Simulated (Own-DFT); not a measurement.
# A change of arrangement and its cost: In48P48, 96 atoms

These are calculations, not measurements. The program, named Own-DFT, is a retired in-house plane-wave density functional code that no person has reviewed. Each row is one single-point run on a periodic cell that was not relaxed, without spin or spin-orbit coupling.

Settings of every run: PBE; PseudoDojo norm-conserving scalar-relativistic files; cutoff 36 hartree; 2 x 3 x 3 k mesh centred on Gamma; Fermi-Dirac smearing of 0.1 eV.

Known limits, some of them of some rows only: not probed for a lower state with spin; forces on such cells failed a check on a denser k mesh; forces not confirmed at this smearing and k mesh; stress not checked against mesh or cutoff.

All cells hold the same atoms in the same cell, with vectors in Å (17.606, 0.000, 0.000); (0.000, 11.737, 0.000); (0.000, 0.000, 11.737). Every atom was moved at random from its ideal site; u is the rms move along one axis. The defect's site can differ from row to row. E is the free energy of the cell above the lowest run. The arrangements:

- A: zincblende InP
- B: zincblende InP, with one In on a P site and one P on an In site, 2.5 Å apart

```
arrangement   u (Å)  E (eV)  P (GPa)
          A  0.0186   0.000     3.19
          A  0.0203   0.064     3.20
          A  0.0204   0.139     3.21
          A  0.0498   3.186     3.61
          A  0.0508   3.301     3.64
          A  0.0510   2.953     3.57
          B  0.0283   4.510     3.49
          B  0.0298   4.836     3.53
          B  0.0303   5.043     3.56
          B  0.0495   7.306     3.87
          B  0.0499   6.643     3.77
          B  0.0508   7.236     3.82
```

Question: once the cost of the random moves is taken out, how do the arrangements rank?

## Worked answer

Fit E = a + b u², with one b for all and one a for each arrangement, and with residuals divided by u², since the noise grows with the moves. Then b = 1426 eV/Å², the scatter at u = 0.04 Å is 0.22 eV, and against A:

- B: 4.03 ± 0.08 eV (higher)

These are energies of unrelaxed cells. Relaxing the atoms lowers the strained arrangements most, so the gaps would shrink and small ones could change sign.
